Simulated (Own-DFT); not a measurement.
# Point defects and the pressure they add: C11b WSi2

No measurement is shown. These are fixed-geometry runs of a retired plane-wave code named Own-DFT, which no person has reviewed; spin and spin-orbit coupling are neglected.

Common settings: PBE; PseudoDojo norm-conserving scalar-relativistic files; cutoff 50 hartree; 5 x 5 x 5 k mesh centred on Gamma; cold (Marzari-Vanderbilt) smearing of 0.2 eV.

Keep in mind: forces on such cells failed a check on a denser k mesh; stress not checked against mesh or cutoff.

All runs share one cell, with vectors in Å (-2.148, -5.953, 3.409); (-6.444, 2.976, 1.136); (-2.553, -2.948, -6.757) and a volume of 403.2 Å³. Atoms were moved at random from their sites; u is the rms move along one axis. The defect's site can differ from row to row.

```
              cell  formula   u (Å)  P (GPa)
         no defect  Si20W10  0.0196     4.25
         no defect  Si20W10  0.0200     4.32
         no defect  Si20W10  0.0500     5.92
     one W vacancy   Si20W9  0.0288     3.12
     one W vacancy   Si20W9  0.0314        ?
     one W vacancy   Si20W9  0.0478     5.24
     one W vacancy   Si20W9  0.0506     4.85
one W on a Si site  Si19W11  0.0361    10.66
one W on a Si site  Si19W11  0.0500    11.75
one W on a Si site  Si19W11  0.0517    11.48
one Si on a W site   Si21W9  0.0285     6.43
one Si on a W site   Si21W9  0.0485     7.10
one Si on a W site   Si21W9  0.0507     7.12
    one Si vacancy  Si19W10  0.0301     2.89
    one Si vacancy  Si19W10  0.0305     3.42
    one Si vacancy  Si19W10  0.0525     4.59
```

## Analysis

P = P0 + c u² + a shift for each defect gives P0 = 3.99 GPa, c = 767 ± 104 GPa/Å² and a scatter of 0.33 GPa. The shifts, and each times the cell's volume:

- one W on a Si site: 5.65 ± 0.29 GPa, 14.2 eV
- one Si on a W site: 1.43 ± 0.28 GPa, 3.6 eV
- one W vacancy: -1.04 ± 0.28 GPa, -2.6 eV
- one Si vacancy: -1.53 ± 0.27 GPa, -3.9 eV

Against the defect-free cell, a freed cell would be larger where the shift is positive and smaller where it is negative (160.2 GPa Å³ is 1 eV). The atoms around the defects weren't relaxed, which would change these numbers.

## The run left out

Q: what pressure belongs in the blank (one W vacancy, u = 0.0314 Å)?

Estimate: 3.70 ± 0.39 GPa. The run itself gave 3.46 GPa.
